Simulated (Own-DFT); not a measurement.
Simulation results for Hf$_{36}$O$_{71}$ (tetragonal hafnia with one neutral oxygen vacancy, atoms displaced)

A calculation, not a measurement: plane-wave PBE and HSE06 DFT by an unreviewed code, no spin, of a simulated cell at Gamma alone, so results move with cell size and shape, stress positive in tension, energies less offsets, not probed for a lower state with spin; hafnium file: forces about 75 meV/angstrom off all-electron values; oxygen file: force components 24 meV/angstrom off all-electron in a glass; k mesh not checked against a denser one; forces and stress are PBE's, HSE06 gives the energy alone, and its difference from PBE has offsets of its own; offsets are fitted by least squares, one for each functional and potential file, so energies compare only between cells with the same atoms and settings and are not formation energies; the far tail of each file's local potential was reset to the Coulomb form; each entry is a single point on an unrelaxed cell, so the pressure reflects the starting lattice, taken from the Materials Project, from which strain is counted, and rises with the displacements; printed positions are rounded, which can move forces by about a meV/angstrom; the program is a retired in-house code; no spin-orbit coupling. Program: Own-DFT development build.

Settings shared by all entries: first functional PBE; second functional HSE06; exact exchange share 0.25; screening 0.11 1/bohr; exchange divergence Gygi-Baldereschi; potential files PseudoDojo norm-conserving, scalar-relativistic, made for PBE, standard set; wave cutoff 48 hartree; occupations fixed; k mesh 1 x 1 x 1 centred on Gamma.

(1) 
```cif
# cell vector a (Å): 10.7800 0.0000 0.0000
# cell vector b (Å): 0.0000 10.7800 0.0000
# cell vector c (Å): 0.0000 0.0000 10.4493
data_Hf36O71
_symmetry_space_group_name_H-M 'P 1'
_symmetry_Int_Tables_number 1
_cell_length_a 10.7800
_cell_length_b 10.7800
_cell_length_c 10.4493
_cell_angle_alpha 90.000
_cell_angle_beta 90.000
_cell_angle_gamma 90.000
_cell_volume 1214.30
loop_
_atom_site_label
_atom_site_type_symbol
_atom_site_fract_x
_atom_site_fract_y
_atom_site_fract_z
_atom_site_occupancy
Hf1 Hf 0.00096 0.00051 0.00141 1
Hf2 Hf 0.16800 0.16313 0.25077 1
O1 O 0.00000 0.17135 0.15138 1
O2 O 0.16802 0.99799 0.34867 1
O3 O 0.99535 0.16488 0.39828 1
O4 O 0.16509 0.99745 0.09766 1
Hf3 Hf 0.00323 0.99907 0.50656 1
Hf4 Hf 0.16977 0.16296 0.75262 1
O5 O 0.00033 0.16741 0.64889 1
O6 O 0.16422 0.99988 0.84227 1
O7 O 0.99846 0.16765 0.90127 1
O8 O 0.16983 0.99955 0.59408 1
Hf5 Hf 0.00365 0.33737 0.99795 1
Hf6 Hf 0.16263 0.50370 0.25129 1
O9 O 0.00182 0.50184 0.15608 1
O10 O 0.16563 0.33046 0.34647 1
O11 O 0.00100 0.49736 0.40046 1
O12 O 0.16833 0.33316 0.09680 1
Hf7 Hf 0.99678 0.33328 0.49807 1
Hf8 Hf 0.16750 0.49705 0.75510 1
O13 O 0.99814 0.49634 0.65251 1
O14 O 0.16809 0.32777 0.85129 1
O15 O 0.00018 0.49695 0.89964 1
O16 O 0.16729 0.33134 0.59722 1
Hf9 Hf 0.99799 0.66979 0.99943 1
Hf10 Hf 0.16779 0.82885 0.24761 1
O17 O 0.99784 0.83375 0.15294 1
O18 O 0.17120 0.66378 0.35213 1
O19 O 0.99869 0.83443 0.40644 1
O20 O 0.16805 0.66310 0.09479 1
Hf11 Hf 0.99460 0.66763 0.49857 1
Hf12 Hf 0.17122 0.83738 0.74677 1
O21 O 0.00589 0.83109 0.64898 1
O22 O 0.17038 0.66833 0.84451 1
O23 O 0.00352 0.83225 0.90293 1
O24 O 0.16706 0.66455 0.59892 1
Hf13 Hf 0.33568 0.00417 0.99939 1
Hf14 Hf 0.50340 0.17160 0.24760 1
O25 O 0.33977 0.16635 0.15460 1
O26 O 0.50187 0.99979 0.34825 1
O27 O 0.33898 0.16739 0.40069 1
O28 O 0.49937 0.00353 0.10002 1
Hf15 Hf 0.33009 0.99434 0.50255 1
Hf16 Hf 0.50409 0.16682 0.75017 1
O29 O 0.33309 0.16526 0.65300 1
O30 O 0.50154 0.00325 0.84727 1
O31 O 0.33696 0.17096 0.90245 1
O32 O 0.50250 0.99590 0.60225 1
Hf17 Hf 0.32982 0.33359 0.00335 1
Hf18 Hf 0.50073 0.49779 0.24664 1
O33 O 0.33349 0.50582 0.15531 1
O34 O 0.50243 0.33453 0.34541 1
O35 O 0.33181 0.50091 0.40601 1
O36 O 0.49858 0.32995 0.09503 1
Hf19 Hf 0.33690 0.33279 0.49906 1
Hf20 Hf 0.49920 0.50046 0.74819 1
O37 O 0.33315 0.50067 0.65280 1
O38 O 0.50365 0.33198 0.84577 1
O39 O 0.32793 0.50108 0.90261 1
O40 O 0.49794 0.33808 0.60149 1
Hf21 Hf 0.33067 0.66705 0.00255 1
Hf22 Hf 0.50338 0.83823 0.25028 1
O41 O 0.32995 0.83324 0.15009 1
O42 O 0.50036 0.66858 0.34556 1
O43 O 0.33200 0.83609 0.40137 1
O44 O 0.50305 0.66854 0.09515 1
Hf23 Hf 0.33251 0.66569 0.50174 1
Hf24 Hf 0.49923 0.83689 0.75483 1
O45 O 0.33094 0.83662 0.65279 1
O46 O 0.49729 0.66401 0.84462 1
O47 O 0.33025 0.82882 0.90305 1
O48 O 0.50157 0.66775 0.59729 1
Hf25 Hf 0.66561 0.00102 0.99669 1
Hf26 Hf 0.82539 0.16395 0.25283 1
O49 O 0.67130 0.17067 0.15352 1
O50 O 0.83323 0.99693 0.35143 1
O51 O 0.66325 0.16336 0.40824 1
O52 O 0.83222 0.99770 0.09646 1
Hf27 Hf 0.66655 0.00134 0.50049 1
Hf28 Hf 0.83693 0.16728 0.75459 1
O53 O 0.67058 0.16560 0.65234 1
O54 O 0.83310 0.00242 0.84733 1
O55 O 0.66275 0.16575 0.90091 1
O56 O 0.83134 0.00183 0.59972 1
Hf29 Hf 0.66925 0.33167 0.00272 1
Hf30 Hf 0.83162 0.50477 0.25550 1
O57 O 0.66212 0.50266 0.15463 1
O58 O 0.83327 0.33347 0.34328 1
O59 O 0.66598 0.49931 0.39637 1
O60 O 0.83339 0.33466 0.10016 1
Hf31 Hf 0.66327 0.34019 0.50382 1
Hf32 Hf 0.83616 0.50263 0.74760 1
O61 O 0.66558 0.49838 0.64858 1
O62 O 0.83404 0.33426 0.84239 1
O63 O 0.66715 0.50387 0.90073 1
O64 O 0.83186 0.33471 0.60007 1
Hf33 Hf 0.67244 0.66662 0.99777 1
Hf34 Hf 0.83263 0.83775 0.24843 1
O65 O 0.67166 0.83028 0.15458 1
O66 O 0.83293 0.66768 0.34710 1
O67 O 0.66990 0.83290 0.40527 1
O68 O 0.83319 0.66819 0.09514 1
Hf35 Hf 0.66767 0.66976 0.49926 1
Hf36 Hf 0.82906 0.82837 0.74946 1
O69 O 0.66595 0.83455 0.65172 1
O70 O 0.66569 0.83060 0.89995 1
O71 O 0.83122 0.66285 0.60598 1
_calc_PBE_energy_of_cell_above_offsets '-100.800'  # eV
_calc_HSE06_less_PBE_above_offsets '-0.114'  # eV
_calc_PBE_pressure 0.78  # GPa
_calc_PBE_stress_xx -0.47  # GPa
_calc_PBE_stress_yy -0.45  # GPa
_calc_PBE_stress_zz -1.41  # GPa
_calc_PBE_stress_yz 0.15  # GPa
_calc_PBE_stress_xz -0.03  # GPa
_calc_PBE_stress_xy 0.07  # GPa
```

Force:
| element | x (eV/Å) | y (eV/Å) | z (eV/Å) |
| --- | --- | --- | --- |
| Hf | -0.513 | 0.414 | -0.182 |
| Hf | -0.623 | 0.532 | 0.298 |
| O | -0.152 | -0.611 | 0.146 |
| O | -0.066 | -0.08 | -0.259 |
| O | 0.328 | -0.175 | 0.696 |
| O | 0.643 | 0.388 | -0.359 |
| Hf | -1.267 | 0.693 | -0.838 |
| Hf | -0.426 | 1.463 | -1.216 |
| O | 0.374 | -0.348 | 0.557 |
| O | 0.309 | 0.118 | 0.982 |
| O | 0.096 | -0.184 | 0.197 |
| O | -0.627 | 0.076 | 0.949 |
| Hf | -0.733 | -1.309 | 0.9 |
| Hf | 0.945 | -1.153 | 0.4 |
| O | -0.798 | 0.107 | -0.59 |
| O | 0.097 | 0.281 | -0.293 |
| O | -0.341 | 0.941 | 0.199 |
| O | -0.201 | 0.106 | 0.235 |
| Hf | 0.642 | -0.96 | 0.282 |
| Hf | 0.258 | 0.513 | -0.925 |
| O | 0.498 | 0.248 | -0.04 |
| O | -0.17 | 0.463 | -0.07 |
| O | -0.17 | 1.314 | 0.152 |
| O | 0.016 | 0.197 | -0.135 |
| Hf | 0.542 | -0.402 | -0.354 |
| Hf | 0.097 | 0.558 | 0.652 |
| O | 0.558 | -0.273 | -0.076 |
| O | -0.547 | 0.858 | -0.559 |
| O | 0.093 | -0.558 | -0.413 |
| O | -1.034 | 0.366 | 0.755 |
| Hf | 1.408 | 0 | 0.756 |
| Hf | -0.938 | -1.838 | 0.495 |
| O | -1.296 | 0.193 | 0.532 |
| O | -0.411 | -0.231 | 0.162 |
| O | -0.669 | 0.246 | 0.054 |
| O | -0.45 | 0.007 | -0.531 |
| Hf | -0.318 | -0.609 | 0.315 |
| Hf | -0.551 | -0.805 | 1.112 |
| O | -1.311 | -0.191 | -0.566 |
| O | 0.223 | 0.157 | -0.274 |
| O | -0.151 | -0.392 | 0.371 |
| O | 0.625 | -0.421 | -0.54 |
| Hf | 1.588 | 1.195 | -0.808 |
| Hf | -0.07 | 0.673 | -0.697 |
| O | 0.46 | -0.119 | 0.248 |
| O | -0.282 | -0.705 | 0.896 |
| O | -0.334 | -1.017 | 0.22 |
| O | -0.585 | 0.094 | -0.293 |
| Hf | 0.474 | 0.582 | -0.683 |
| Hf | -0.521 | 1.404 | 0.51 |
| O | -0.157 | -0.474 | -0.19 |
| O | 0.027 | -0.003 | 0.401 |
| O | 0.312 | -0.403 | -0.108 |
| O | 0.508 | 0.189 | 0.367 |
| Hf | -1.364 | -0.06 | 0.11 |
| Hf | 0.067 | -0.085 | 0.26 |
| O | -0.112 | 0.068 | 0.259 |
| O | 0.001 | 0.584 | 0.105 |
| O | 0.064 | -0.737 | 0.283 |
| O | 0.389 | -0.445 | -0.534 |
| Hf | 1.238 | -0.429 | -0.459 |
| Hf | -0.573 | -1.075 | -0.021 |
| O | 0.749 | 0.127 | 0.294 |
| O | 0.086 | 0.005 | -0.038 |
| O | 0.05 | -0.815 | 0.023 |
| O | -0.303 | 0.248 | -0.29 |
| Hf | 0.018 | -0.257 | -0.117 |
| Hf | 0.014 | -1.074 | -0.846 |
| O | 1.067 | 0.025 | -0.276 |
| O | 0.005 | 0.718 | -0.022 |
| O | 0.485 | 1.856 | -0.147 |
| O | -0.093 | 0.094 | -0.257 |
| Hf | 0.451 | -0.242 | 0.071 |
| Hf | 2.761 | 0.49 | 0.617 |
| O | -1.249 | -0.22 | -0.826 |
| O | -0.334 | 0.393 | -0.511 |
| O | 0.264 | 1.286 | -0.872 |
| O | -0.129 | 0.148 | 0.121 |
| Hf | 0.067 | -0.2 | 0.682 |
| Hf | 0.029 | -0.028 | -1.273 |
| O | -0.7 | 0.23 | 0.395 |
| O | -0.169 | -1.14 | 0.315 |
| O | 0.312 | 0.107 | 0.6 |
| O | 0.745 | -0.409 | -0.168 |
| Hf | 0.002 | 0.825 | -0.715 |
| Hf | -0.107 | -1.527 | -1.05 |
| O | 1.256 | -0.276 | -0.642 |
| O | -0.267 | 0.106 | 0.615 |
| O | 0.311 | 0.58 | 0.758 |
| O | 0.074 | 0.315 | -0.879 |
| Hf | 0.67 | -0.704 | 0.028 |
| Hf | -0.615 | -0.26 | 0.33 |
| O | 0.238 | -0.013 | 0.075 |
| O | -0.257 | 0.168 | 0.894 |
| O | 0.646 | -0.529 | 0.246 |
| O | -0.08 | 0.096 | -0.83 |
| Hf | -1.553 | -0.572 | 0.302 |
| Hf | 0.325 | 0.078 | 0.631 |
| O | -0.968 | 0.516 | -0.36 |
| O | 0.262 | 0.393 | 0.65 |
| O | -0.158 | 0.056 | -0.392 |
| O | 0.493 | -0.355 | -0.146 |
| Hf | -1.158 | -0.505 | 0.05 |
| Hf | 0.745 | 0.639 | -0.001 |
| O | 0.251 | -0.439 | 0.475 |
| O | 0.38 | 0.636 | -0.068 |
| O | 0.269 | 0.498 | -0.28 |

(2) 
```cif
# cell vector a (Å): 10.7800 0.0000 0.0000
# cell vector b (Å): 0.0000 10.7800 0.0000
# cell vector c (Å): 0.0000 0.0000 10.4493
data_Hf36O71
_symmetry_space_group_name_H-M 'P 1'
_symmetry_Int_Tables_number 1
_cell_length_a 10.7800
_cell_length_b 10.7800
_cell_length_c 10.4493
_cell_angle_alpha 90.000
_cell_angle_beta 90.000
_cell_angle_gamma 90.000
_cell_volume 1214.30
loop_
_atom_site_label
_atom_site_type_symbol
_atom_site_fract_x
_atom_site_fract_y
_atom_site_fract_z
_atom_site_occupancy
Hf1 Hf 0.99426 0.00839 0.99366 1
Hf2 Hf 0.16379 0.16472 0.25222 1
O1 O 0.00859 0.16083 0.14418 1
O2 O 0.16750 0.00602 0.35005 1
O3 O 0.98933 0.16091 0.39590 1
O4 O 0.17001 0.00453 0.09905 1
Hf3 Hf 0.00603 0.00404 0.50016 1
Hf4 Hf 0.16322 0.17212 0.72875 1
O5 O 0.00276 0.17385 0.64761 1
O6 O 0.17633 0.00845 0.83114 1
O7 O 0.99572 0.16262 0.89940 1
O8 O 0.15296 0.00175 0.59465 1
Hf5 Hf 0.00595 0.33227 0.01584 1
Hf6 Hf 0.17315 0.49441 0.23660 1
O9 O 0.99023 0.50180 0.16022 1
O10 O 0.16746 0.33089 0.34589 1
O11 O 0.01105 0.51133 0.39819 1
O12 O 0.17028 0.32338 0.09476 1
Hf7 Hf 0.01288 0.32459 0.50562 1
Hf8 Hf 0.17883 0.49692 0.75917 1
O13 O 0.01014 0.50679 0.64969 1
O14 O 0.16552 0.33990 0.83370 1
O15 O 0.17342 0.33750 0.59364 1
Hf9 Hf 0.00246 0.66221 0.00256 1
Hf10 Hf 0.17483 0.83468 0.24915 1
O16 O 0.98551 0.82440 0.14503 1
O17 O 0.16042 0.65632 0.33024 1
O18 O 0.98660 0.83235 0.40940 1
O19 O 0.16629 0.66578 0.10126 1
Hf11 Hf 0.01915 0.65603 0.50691 1
Hf12 Hf 0.17382 0.83277 0.75664 1
O20 O 0.99558 0.83112 0.64757 1
O21 O 0.15989 0.66744 0.85053 1
O22 O 0.99746 0.82800 0.90356 1
O23 O 0.16854 0.68853 0.58756 1
Hf13 Hf 0.33206 0.98558 0.99940 1
Hf14 Hf 0.49760 0.17057 0.24051 1
O24 O 0.33757 0.16810 0.14730 1
O25 O 0.49634 0.00463 0.35954 1
O26 O 0.33113 0.15509 0.40418 1
O27 O 0.49948 0.99712 0.08481 1
Hf15 Hf 0.35074 0.99661 0.50227 1
Hf16 Hf 0.50150 0.16886 0.75532 1
O28 O 0.33195 0.18785 0.64927 1
O29 O 0.50108 0.00838 0.85747 1
O30 O 0.32053 0.17304 0.90955 1
O31 O 0.49175 0.99734 0.59535 1
Hf17 Hf 0.33840 0.33198 0.99067 1
Hf18 Hf 0.49906 0.50334 0.26687 1
O32 O 0.33801 0.49079 0.15425 1
O33 O 0.50620 0.33494 0.34400 1
O34 O 0.32057 0.48812 0.41596 1
O35 O 0.50406 0.34732 0.10665 1
Hf19 Hf 0.33422 0.33320 0.50632 1
Hf20 Hf 0.49414 0.50231 0.74589 1
O36 O 0.33015 0.50013 0.65998 1
O37 O 0.50787 0.32825 0.84221 1
O38 O 0.33517 0.51329 0.88837 1
O39 O 0.50210 0.32981 0.57668 1
Hf21 Hf 0.32835 0.67416 0.99992 1
Hf22 Hf 0.49545 0.83801 0.25521 1
O40 O 0.33377 0.82332 0.15394 1
O41 O 0.49922 0.65729 0.34011 1
O42 O 0.32259 0.83201 0.39296 1
O43 O 0.49679 0.66526 0.08808 1
Hf23 Hf 0.33978 0.66675 0.50494 1
Hf24 Hf 0.48063 0.84171 0.76175 1
O44 O 0.33355 0.82152 0.65014 1
O45 O 0.51074 0.66762 0.84543 1
O46 O 0.34037 0.82324 0.90927 1
O47 O 0.48582 0.66500 0.60592 1
Hf25 Hf 0.66983 0.99459 0.99924 1
Hf26 Hf 0.84170 0.17538 0.25258 1
O48 O 0.67021 0.16725 0.14696 1
O49 O 0.84072 0.99189 0.35465 1
O50 O 0.67218 0.16271 0.40530 1
O51 O 0.83563 0.99199 0.09627 1
Hf27 Hf 0.66782 0.00296 0.49445 1
Hf28 Hf 0.83043 0.16078 0.74776 1
O52 O 0.66804 0.16377 0.64779 1
O53 O 0.83705 0.99842 0.84917 1
O54 O 0.67393 0.16510 0.89235 1
O55 O 0.83835 0.98758 0.58818 1
Hf29 Hf 0.66071 0.33163 0.00351 1
Hf30 Hf 0.83744 0.50107 0.24716 1
O56 O 0.66272 0.50409 0.14378 1
O57 O 0.83322 0.33179 0.33316 1
O58 O 0.67108 0.49435 0.39897 1
O59 O 0.85039 0.33727 0.09357 1
Hf31 Hf 0.66478 0.33173 0.49701 1
Hf32 Hf 0.82763 0.50646 0.75340 1
O60 O 0.65130 0.49941 0.65395 1
O61 O 0.82980 0.33428 0.86779 1
O62 O 0.66234 0.50575 0.90676 1
O63 O 0.83913 0.32671 0.60626 1
Hf33 Hf 0.66163 0.66853 0.00413 1
Hf34 Hf 0.82911 0.83354 0.25594 1
O64 O 0.67025 0.83020 0.14125 1
O65 O 0.83391 0.66478 0.35375 1
O66 O 0.66779 0.84330 0.40299 1
O67 O 0.84337 0.66209 0.09100 1
Hf35 Hf 0.67242 0.66333 0.50089 1
Hf36 Hf 0.83185 0.82244 0.74404 1
O68 O 0.65748 0.83057 0.65367 1
O69 O 0.82797 0.66348 0.85241 1
O70 O 0.66796 0.83048 0.90006 1
O71 O 0.84174 0.64910 0.59796 1
_calc_PBE_energy_of_cell_above_offsets '-87.693'  # eV
_calc_HSE06_less_PBE_above_offsets '0.585'  # eV
_calc_PBE_pressure 5.34  # GPa
_calc_PBE_stress_xx -6.22  # GPa
_calc_PBE_stress_yy -4.17  # GPa
_calc_PBE_stress_zz -5.64  # GPa
_calc_PBE_stress_yz -0.22  # GPa
_calc_PBE_stress_xz -1.28  # GPa
_calc_PBE_stress_xy -0.18  # GPa
```

Force:
| element | x (eV/Å) | y (eV/Å) | z (eV/Å) |
| --- | --- | --- | --- |
| Hf | -0.292 | -2.679 | 0.896 |
| Hf | 1.454 | -0.312 | -0.403 |
| O | -1.372 | 0.209 | 0.772 |
| O | -0.578 | -1.423 | -0.7 |
| O | 0.843 | 2.146 | -0.01 |
| O | 0.474 | -1.35 | -0.749 |
| Hf | -3.022 | -3.427 | -2.184 |
| Hf | 1.122 | -0.601 | 3.003 |
| O | -1.174 | 0.057 | -0.983 |
| O | 0.769 | -1.685 | 1.203 |
| O | 0.612 | 1.724 | -0.773 |
| O | 4.895 | 0.265 | 1.653 |
| Hf | -0.376 | 0.34 | -4.379 |
| Hf | -1.61 | 0.474 | 1.776 |
| O | 4.326 | -0.632 | -1.878 |
| O | -0.631 | -0.706 | 0.109 |
| O | -0.83 | -4.023 | 0.201 |
| O | 1.393 | 0.902 | 0.389 |
| Hf | -2.111 | 2.345 | -1.261 |
| Hf | -3.465 | 2.093 | -0.405 |
| O | 0.195 | -0.73 | 1.373 |
| O | -0.066 | -2.525 | 1.767 |
| O | -1.47 | -0.371 | 0.762 |
| Hf | -0.55 | 0.775 | -0.268 |
| Hf | -4.315 | -0.575 | 0.898 |
| O | 2.625 | 0.608 | 1.494 |
| O | 1.18 | 2.048 | 0.957 |
| O | 1.673 | -0.345 | -0.397 |
| O | 0.816 | -0.053 | -0.85 |
| Hf | -4.143 | 1.9 | -2.212 |
| Hf | -4.608 | -0.015 | -1.904 |
| O | 1.1 | -0.295 | 1.983 |
| O | 0.763 | 0.431 | -0.218 |
| O | 0.81 | 1.164 | -0.541 |
| O | 3.827 | -0.253 | 1.843 |
| Hf | -1.008 | 4.414 | 0.908 |
| Hf | 0.288 | 0.784 | 0.735 |
| O | 0.099 | 0.022 | 0.659 |
| O | 0.222 | -0.979 | -1.92 |
| O | 0.48 | 1.981 | 0.024 |
| O | -0.445 | -0.465 | 2.399 |
| Hf | -6.038 | 0.639 | -2.996 |
| Hf | 0.7 | -0.6 | -1.197 |
| O | 1.292 | -1.632 | 1.009 |
| O | -1.239 | -0.774 | -1.3 |
| O | 1.092 | -1.538 | -0.952 |
| O | 3.565 | 0.205 | 3.415 |
| Hf | -0.341 | 1.187 | 1.854 |
| Hf | 0.938 | -4.258 | -5.062 |
| O | -0.037 | 0.607 | -0.198 |
| O | -0.214 | -1.568 | 0.421 |
| O | 1.094 | 3.233 | -1.307 |
| O | -1.136 | -1.945 | -1.619 |
| Hf | 0.194 | -2.346 | -2.279 |
| Hf | 0.902 | 1.446 | 2.056 |
| O | 0.962 | -0.306 | -2.5 |
| O | -0.812 | 1.122 | 0.895 |
| O | 0.335 | -1.517 | 1.888 |
| O | 0.126 | 0.147 | 2.554 |
| Hf | 0.472 | -5.172 | 2.139 |
| Hf | 1.755 | -0.457 | -0.949 |
| O | 0.864 | 1.044 | -0.984 |
| O | -0.22 | 5.324 | 2.943 |
| O | 1.588 | -0.271 | 0.877 |
| O | -1.232 | 0.593 | 1.2 |
| Hf | -2.497 | -0.657 | -1.611 |
| Hf | 5.046 | -1.993 | -0.917 |
| O | -0.329 | 1.644 | 0.447 |
| O | -0.958 | 0.909 | -0.621 |
| O | -0.455 | 3.019 | -2.805 |
| O | 2.555 | -0.335 | -0.812 |
| Hf | 1.703 | -0.199 | -0.6 |
| Hf | -0.378 | -3.228 | -1.205 |
| O | -0.52 | 0.221 | 0.336 |
| O | -1.432 | 2.159 | -1.517 |
| O | 0.053 | 1.189 | -1.172 |
| O | -0.628 | 1.101 | -0.026 |
| Hf | 1.896 | -0.332 | 1.673 |
| Hf | 0.112 | 1.539 | 1.395 |
| O | -1.218 | -0.295 | 0.305 |
| O | -0.275 | -0.652 | -0.81 |
| O | -0.87 | -0.258 | 0.67 |
| O | -1.437 | 1.242 | 1.58 |
| Hf | 2.734 | 1.256 | -0.817 |
| Hf | -2.337 | 1.594 | 0.425 |
| O | 0.677 | -0.098 | 1.834 |
| O | -0.059 | 1.332 | 2.058 |
| O | -0.509 | 1.008 | 0.755 |
| O | -3.972 | -0.825 | 2.334 |
| Hf | 1.871 | -0.436 | 0.062 |
| Hf | 0.592 | -1.919 | 0.399 |
| O | 2.257 | 0.17 | -1.169 |
| O | 0.338 | 0.456 | -2.616 |
| O | -0.092 | -1.73 | -0.828 |
| O | -0.61 | 0.717 | -1.211 |
| Hf | 1.58 | -0.667 | -0.482 |
| Hf | 2.383 | -0.373 | -0.348 |
| O | -1.793 | 0.273 | 1.839 |
| O | -1.84 | -0.058 | -0.413 |
| O | -1.315 | -2.741 | -0.768 |
| O | -2.659 | -0.658 | 0.769 |
| Hf | 1.452 | 0.411 | 0.435 |
| Hf | 0.464 | 1.281 | 0.334 |
| O | -0.023 | -0.445 | -0.123 |
| O | 0.655 | -0.016 | -0.852 |
| O | -0.303 | 1.349 | 0.019 |
| O | -2.373 | 0.638 | 0.375 |
